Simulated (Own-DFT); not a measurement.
# What a defect does to the pressure of its cell: zincblende GaAs

The numbers are computed, not measured, by runs of the plane-wave DFT program Own-DFT (in-house, retired, unreviewed) at fixed positions, with no spin and no spin-orbit coupling.

Method: PBE; PseudoDojo norm-conserving scalar-relativistic files; cutoff 42 hartree; 3 x 3 x 3 k mesh centred on Gamma; Fermi-Dirac smearing of 0.1 eV.

Caveats (not all hold for every row): not probed for a lower state with spin; forces not confirmed at this smearing and k mesh; stress not checked against mesh or cutoff.

All runs share one cell, with vectors in Å (10.862, 0.000, 0.000); (0.000, 10.862, 0.000); (0.000, 0.000, 11.796) and a volume of 1391.7 Å³, strained against the parent crystal. Atoms were moved at random from their sites; u is the rms move along one axis. The defect's site can differ from row to row.

```
                             cell     formula   u (Å)  P (GPa)
                        no defect    As32Ga32  0.0280     6.66
                        no defect    As32Ga32  0.0306     6.64
                        no defect    As32Ga32  0.0508     7.00
one As vacancy and one Ga vacancy    As31Ga31  0.0286     5.98
one As vacancy and one Ga vacancy    As31Ga31  0.0501     6.37
one As vacancy and one Ga vacancy    As31Ga31  0.0543     6.37
              one In on a Ga site  As32Ga31In  0.0294     7.41
              one In on a Ga site  As32Ga31In  0.0298     7.44
              one In on a Ga site  As32Ga31In  0.0320     7.47
              one Al on a Ga site  AlAs32Ga31  0.0303        ?
              one Al on a Ga site  AlAs32Ga31  0.0321     6.66
              one Al on a Ga site  AlAs32Ga31  0.0505     7.13
              one Al on a Ga site  AlAs32Ga31  0.0506     7.08
              one P on an As site   As31Ga32P  0.0296     6.37
              one P on an As site   As31Ga32P  0.0479     6.73
              one P on an As site   As31Ga32P  0.0541     6.97
```

## What the rows give

P = P0 + c u² + a shift for each defect gives P0 = 6.42 GPa, c = 241 ± 18 GPa/Å² and a scatter of 0.05 GPa. The shifts, and each times the cell's volume:

- one In on a Ga site: 0.79 ± 0.04 GPa, 6.9 eV
- one Al on a Ga site: 0.04 ± 0.04 GPa, 0.3 eV (not resolved)
- one P on an As site: -0.22 ± 0.04 GPa, -1.9 eV
- one As vacancy and one Ga vacancy: -0.69 ± 0.04 GPa, -6.0 eV

Against the defect-free cell, a freed cell would be larger where the shift is positive and smaller where it is negative (160.2 GPa Å³ is 1 eV). The atoms around the defects weren't relaxed, which would change these numbers.

## Test on the hidden row

The question: what pressure belongs in the blank (one Al on a Ga site, u = 0.0303 Å)?

From the fit: 6.68 ± 0.06 GPa. The calculation gave 6.69 GPa.
